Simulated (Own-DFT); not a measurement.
# Device materials side by side: how hard are they to compress?

The numbers are computed, not measured, by runs of the plane-wave DFT program Own-DFT (in-house, retired, unreviewed) at fixed positions, with no spin and no spin-orbit coupling.

Keep in mind (not all hold for every row): forces on such cells moved up to 12 meV/angstrom on a denser k mesh; forces not confirmed at this smearing and k mesh; k mesh not checked against a denser one; forces on such cells passed a denser k mesh, each cell not checked; stress not checked against mesh or cutoff.

All runs are PBE with PseudoDojo norm-conserving files; cutoff and k mesh are each material's own. Every cell starts from measured lattice constants and was given uniform random strains and small random moves of its atoms. Each triple is the change of volume in per cent, the rms move u in Å and the pressure in GPa.

- 2H SiC (C36Si36), 10.36 Å³/atom unstrained: (-1.90, 0.048, 9.49); (-0.77, 0.049, 7.23); (0.30, 0.045, 4.46); (0.31, 0.048, 4.57); (0.49, 0.051, 4.22); (0.95, 0.049, 3.38); (3.03, 0.048, -1.29)
- wurtzite AlN (Al64N64), 10.45 Å³/atom unstrained: withheld
- wurtzite GaN (Ga36N36), 11.42 Å³/atom unstrained: (-1.52, 0.049, 10.40); (-1.23, 0.054, 9.97); (-0.29, 0.054, 7.55); (-0.18, 0.047, 7.30); (1.13, 0.050, 4.75); (1.41, 0.047, 4.12); (2.29, 0.051, 2.66)
- diamond silicon (Si64), 20.02 Å³/atom unstrained: (-3.11, 0.051, 6.05); (-1.70, 0.053, 4.51); (-1.19, 0.053, 3.81); (0.32, 0.045, 2.24); (1.40, 0.050, 1.27); (2.00, 0.049, 0.76); (2.36, 0.053, 0.76)
- zincblende GaAs (As32Ga32), 22.58 Å³/atom unstrained: (-3.50, 0.053, 7.25); (-1.45, 0.050, 5.26); (-0.58, 0.052, 4.48); (-0.24, 0.045, 4.03); (1.12, 0.055, 3.44); (1.14, 0.050, 3.29); (3.92, 0.053, 1.47)
- grey tin (Sn64), 34.15 Å³/atom unstrained: (-2.72, 0.050, 5.36); (-1.25, 0.052, 4.41); (-1.08, 0.045, 4.30); (-0.79, 0.049, 4.18); (0.55, 0.050, 3.61); (1.35, 0.053, 3.09); (1.69, 0.048, 2.90)

## Working it out

Fit a line to each set against the fractional change of volume; B is minus its slope, and u is nearly the same within a set. To take it to zero pressure, assume that B rises by 4 GPa for each GPa: B0 = B - 4 x (mean pressure). The bond length of an ideal tetrahedral crystal with the unstrained volume v is d = (√3/4)(8 v)^(1/3). Cohen's empirical rule reads B0 = (1971 - 220 L) d^(-3.5) GPa, with L = 0 for group IV crystals and SiC and 1 for III-V compounds.

```
material,L,d (Å),B (GPa),mean P (GPa),B0 (GPa),rule (GPa)
2H SiC (C36Si36),0,1.888,219 ± 4,4.6,201 ± 4,213
wurtzite AlN (Al64N64),1,1.893,?,?,?,188
wurtzite GaN (Ga36N36),1,1.950,208 ± 6,6.7,181 ± 6,169
diamond silicon (Si64),0,2.352,99 ± 4,2.8,88 ± 4,99
zincblende GaAs (As32Ga32),1,2.448,76 ± 5,4.2,60 ± 5,76
grey tin (Sn64),0,2.810,53 ± 2,4.0,38 ± 2,53
```

A line through ln[B0/(1971 - 220 L)] against ln d has a slope of -4.4 ± 0.2 and a scatter of 8 %. Against the rule, B0 stands at 94 % for 2H SiC, 107 % for wurtzite GaN, 89 % for diamond silicon, 78 % for zincblende GaAs, 71 % for grey tin. PBE tends to make silicon and heavier crystals too soft, and the rule itself is only a guide.

## Check

Asked: what B0 does the fitted trend give for wurtzite AlN (Al64N64)?

Estimate: 191 GPa. Its own runs give B = 213 ± 8 GPa at a mean pressure of 5.8 GPa, so B0 = 190 GPa.
